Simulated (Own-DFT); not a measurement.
Simulation results for Si4SnGe11 (diamond-structure random alloy, atoms displaced)

A calculation, not a measurement: plane-wave density functional theory by an unreviewed code, no spin, of a simulated periodic cell, stress positive in tension, run twice, with PBE and with PBEsol, both on files made for PBE, so the change isn't that of files made for PBEsol, forces on such cells moved up to 12 meV/angstrom on a denser k mesh; the far tail of each file's local potential was reset to the Coulomb form; each entry is a single point on an unrelaxed cell, so the pressure reflects the starting lattice, mostly measured values (interpolated for alloys), from which strain is counted, and rises with the displacements; printed positions are rounded, which can move forces by about a meV/angstrom; the program, named Own-DFT, is a retired in-house code; no spin-orbit coupling; stress was not checked against mesh or cutoff. Program: Own-DFT development build.

Si4SnGe11 (diamond-structure random alloy, atoms displaced)

```
CELL_PARAMETERS angstrom
11.30640 0.00000 0.00000
0.00000 11.30640 0.00000
0.00000 0.00000 11.30640
ATOMIC_POSITIONS crystal
Si 0.00147 0.00325 0.99945
Ge 0.99923 0.24946 0.25050
Ge 0.24958 0.99873 0.24981
Ge 0.24540 0.24610 0.00352
Ge 0.12940 0.12236 0.12848
Si 0.12818 0.37612 0.37138
Ge 0.37823 0.13107 0.37719
Ge 0.37723 0.37950 0.12703
Ge 0.00034 0.99604 0.50093
Ge 0.99872 0.25108 0.75278
Ge 0.25587 0.99930 0.75200
Ge 0.24925 0.24814 0.50185
Si 0.12288 0.12164 0.62186
Ge 0.12417 0.37588 0.87489
Sn 0.37568 0.12717 0.87017
Si 0.37335 0.37190 0.62209
Ge 0.00100 0.49949 0.99624
Sn 0.00055 0.74978 0.24759
Si 0.25307 0.50169 0.25180
Ge 0.25020 0.75300 0.00327
Ge 0.12810 0.63284 0.12812
Si 0.12259 0.87557 0.38046
Ge 0.37787 0.62545 0.37365
Ge 0.36970 0.88155 0.12723
Ge 0.99860 0.49820 0.50060
Ge 0.00471 0.74674 0.75207
Si 0.24932 0.49962 0.75218
Ge 0.24620 0.75085 0.49859
Ge 0.12520 0.62843 0.62349
Ge 0.12261 0.87470 0.87323
Si 0.37510 0.62588 0.87217
Si 0.37397 0.87622 0.62749
Ge 0.49778 0.00058 0.99956
Si 0.49867 0.24863 0.25262
Sn 0.75108 0.99711 0.25163
Ge 0.75276 0.25196 0.99987
Ge 0.62074 0.12716 0.12873
Ge 0.62787 0.37307 0.37692
Ge 0.87375 0.12305 0.37743
Ge 0.87398 0.37845 0.12047
Ge 0.49640 0.99782 0.49852
Ge 0.49701 0.25356 0.75455
Ge 0.75221 0.00078 0.74625
Ge 0.74775 0.25398 0.50312
Sn 0.62535 0.12405 0.62090
Ge 0.62454 0.37575 0.87572
Ge 0.87923 0.12110 0.87228
Ge 0.87251 0.37814 0.62039
Si 0.49964 0.49842 0.99755
Ge 0.49882 0.74335 0.24783
Ge 0.74783 0.50163 0.24878
Si 0.74826 0.74930 0.99857
Si 0.62729 0.62690 0.12756
Ge 0.62237 0.88005 0.37770
Si 0.87277 0.62379 0.37268
Ge 0.87514 0.87835 0.12553
Ge 0.50317 0.50027 0.50360
Ge 0.49993 0.75160 0.74854
Si 0.75176 0.49912 0.74826
Ge 0.74684 0.75056 0.49625
Si 0.62685 0.62388 0.62413
Ge 0.62402 0.87747 0.87436
Ge 0.87503 0.62825 0.87529
Ge 0.87712 0.87466 0.62182
```

```
functional                                        : PBE, then PBEsol
potential files                                   : PseudoDojo norm-conserving, scalar-relativistic, standard set
wave cutoff                                       : 49 hartree
occupations                                       : Fermi-Dirac
smearing width                                    : 0.1 eV
k mesh                                            : 3 x 3 x 3 centred on Gamma
PBE pressure                                      : 3.96 GPa
PBE stress xx                                     : -4.01 GPa
PBE stress yy                                     : -3.95 GPa
PBE stress zz                                     : -3.91 GPa
PBE stress yz                                     : 0.08 GPa
PBE stress xz                                     : 0.66 GPa
PBE stress xy                                     : -0.3 GPa
PBEsol pressure                                   : 1.28 GPa
PBEsol stress xx                                  : -1.34 GPa
PBEsol stress yy                                  : -1.27 GPa
PBEsol stress zz                                  : -1.24 GPa
PBEsol stress yz                                  : 0.08 GPa
PBEsol stress xz                                  : 0.63 GPa
PBEsol stress xy                                  : -0.29 GPa
rms change of force components from PBE to PBEsol : 0.046 eV/Å
```

Force:
| force element | PBE force x (eV/Å) | PBE force y (eV/Å) | PBE force z (eV/Å) | PBEsol force x (eV/Å) | PBEsol force y (eV/Å) | PBEsol force z (eV/Å) |
| --- | --- | --- | --- | --- | --- | --- |
| Si | 0.121 | -0.351 | 0.175 | 0.12 | -0.344 | 0.173 |
| Ge | 0.186 | 0.302 | 0.094 | 0.153 | 0.254 | 0.064 |
| Ge | -0.221 | 0.223 | 1.526 | -0.182 | 0.248 | 1.43 |
| Ge | -0.055 | 1.396 | 0.502 | -0.059 | 1.346 | 0.488 |
| Ge | -1.165 | -0.032 | -0.275 | -1.09 | 0.001 | -0.245 |
| Si | -0.03 | 0.092 | 0.136 | -0.071 | 0.049 | 0.172 |
| Ge | -0.421 | -0.575 | -0.485 | -0.439 | -0.597 | -0.429 |
| Ge | -0.134 | -0.403 | 0.051 | -0.158 | -0.424 | 0.023 |
| Ge | 0.358 | 0.693 | -0.114 | 0.268 | 0.668 | -0.102 |
| Ge | 0.321 | -0.174 | -1.078 | 0.281 | -0.148 | -1.009 |
| Ge | -2.096 | -1.162 | -1.93 | -2.037 | -1.122 | -1.812 |
| Ge | -0.55 | 0.39 | -0.045 | -0.492 | 0.337 | -0.082 |
| Si | 0.233 | 0.12 | 0.691 | 0.228 | 0.116 | 0.68 |
| Ge | 0.482 | -0.047 | -0.089 | 0.416 | -0.079 | -0.047 |
| Sn | -0.39 | 0.129 | 1.487 | -0.378 | 0.117 | 1.45 |
| Si | -0.079 | 0.752 | 0.787 | -0.041 | 0.697 | 0.733 |
| Ge | 0.186 | 0.697 | 0.54 | 0.173 | 0.667 | 0.518 |
| Sn | -0.564 | 0.55 | 1.443 | -0.543 | 0.539 | 1.314 |
| Si | -0.419 | -0.027 | -0.022 | -0.368 | 0.018 | -0.063 |
| Ge | 0.411 | -0.203 | -0.904 | 0.359 | -0.164 | -0.836 |
| Ge | 1.404 | -2.605 | -1.348 | 1.338 | -2.48 | -1.34 |
| Si | 0.941 | 0.685 | -0.034 | 0.922 | 0.67 | -0.035 |
| Ge | -0.555 | -0.501 | 0.444 | -0.502 | -0.449 | 0.448 |
| Ge | 0.99 | -0.981 | -0.251 | 0.946 | -0.946 | -0.249 |
| Ge | 0.407 | 0.439 | -0.923 | 0.383 | 0.425 | -0.828 |
| Ge | -0.71 | 0.474 | -0.454 | -0.68 | 0.462 | -0.444 |
| Si | 0.55 | 0.055 | -0.585 | 0.463 | 0.048 | -0.577 |
| Ge | 0.84 | 0.551 | 0.108 | 0.811 | 0.468 | 0.117 |
| Ge | 0.243 | -1.055 | 0.382 | 0.198 | -0.986 | 0.344 |
| Ge | 0.251 | 0.469 | 0.59 | 0.277 | 0.418 | 0.543 |
| Si | -0.083 | -0.368 | 0.437 | -0.076 | -0.279 | 0.431 |
| Si | -0.117 | -0.418 | -0.532 | -0.111 | -0.406 | -0.513 |
| Ge | 0.912 | -0.597 | 1.008 | 0.883 | -0.577 | 0.978 |
| Si | 0.24 | 0.729 | -0.187 | 0.235 | 0.708 | -0.181 |
| Sn | -0.602 | 0.795 | -0.269 | -0.586 | 0.774 | -0.252 |
| Ge | -0.397 | -0.632 | -0.193 | -0.387 | -0.603 | -0.187 |
| Ge | -0.458 | 0.801 | -0.888 | -0.41 | 0.738 | -0.895 |
| Ge | -0.694 | 0.156 | -0.677 | -0.635 | 0.18 | -0.621 |
| Ge | 1.067 | 1.381 | 1.066 | 1.031 | 1.336 | 1.029 |
| Ge | 0.31 | -0.091 | 0.563 | 0.295 | -0.092 | 0.536 |
| Ge | -1.249 | -0.765 | -0.209 | -1.168 | -0.705 | -0.244 |
| Ge | 0.857 | 2.02 | -1.653 | 0.864 | 1.924 | -1.571 |
| Ge | 0.847 | -1.122 | 1.06 | 0.823 | -1.086 | 1.026 |
| Ge | 1.471 | 0.443 | -1.365 | 1.427 | 0.435 | -1.328 |
| Sn | -0.889 | 0.327 | 0.814 | -0.856 | 0.318 | 0.79 |
| Ge | 0.347 | 0.549 | -0.113 | 0.338 | 0.459 | -0.11 |
| Ge | -0.298 | 0.161 | 0.616 | -0.32 | 0.2 | 0.556 |
| Ge | 0.146 | -0.179 | 1.021 | 0.172 | -0.204 | 0.951 |
| Si | 0.2 | 1.037 | 0.239 | 0.199 | 0.94 | 0.238 |
| Ge | 0.332 | 1.17 | -0.171 | 0.279 | 1.167 | -0.112 |
| Ge | 0.191 | 0.087 | 0.13 | 0.19 | 0.017 | 0.135 |
| Si | -0.085 | 0.228 | 0.416 | -0.041 | 0.265 | 0.37 |
| Si | -0.313 | -0.346 | -1.182 | -0.311 | -0.351 | -1.081 |
| Ge | -1.216 | -1.914 | 0.321 | -1.171 | -1.851 | 0.319 |
| Si | -0.659 | -0.717 | 0.949 | -0.65 | -0.707 | 0.931 |
| Ge | 0.227 | -0.46 | -2.984 | 0.219 | -0.448 | -2.83 |
| Ge | -0.368 | -0.196 | 0.085 | -0.354 | -0.195 | 0.014 |
| Ge | -0.055 | -0.441 | -0.288 | -0.022 | -0.387 | -0.249 |
| Si | -0.432 | 0.543 | 0.038 | -0.383 | 0.486 | 0.072 |
| Ge | 0.226 | -0.555 | 0.277 | 0.216 | -0.468 | 0.265 |
| Si | 0.27 | 0.063 | 0.525 | 0.228 | 0.104 | 0.473 |
| Ge | 0.465 | -0.407 | 0.263 | 0.415 | -0.361 | 0.221 |
| Ge | -0.554 | -0.435 | -0.101 | -0.46 | -0.427 | -0.102 |
| Ge | -0.172 | -0.75 | 0.564 | -0.168 | -0.712 | 0.541 |
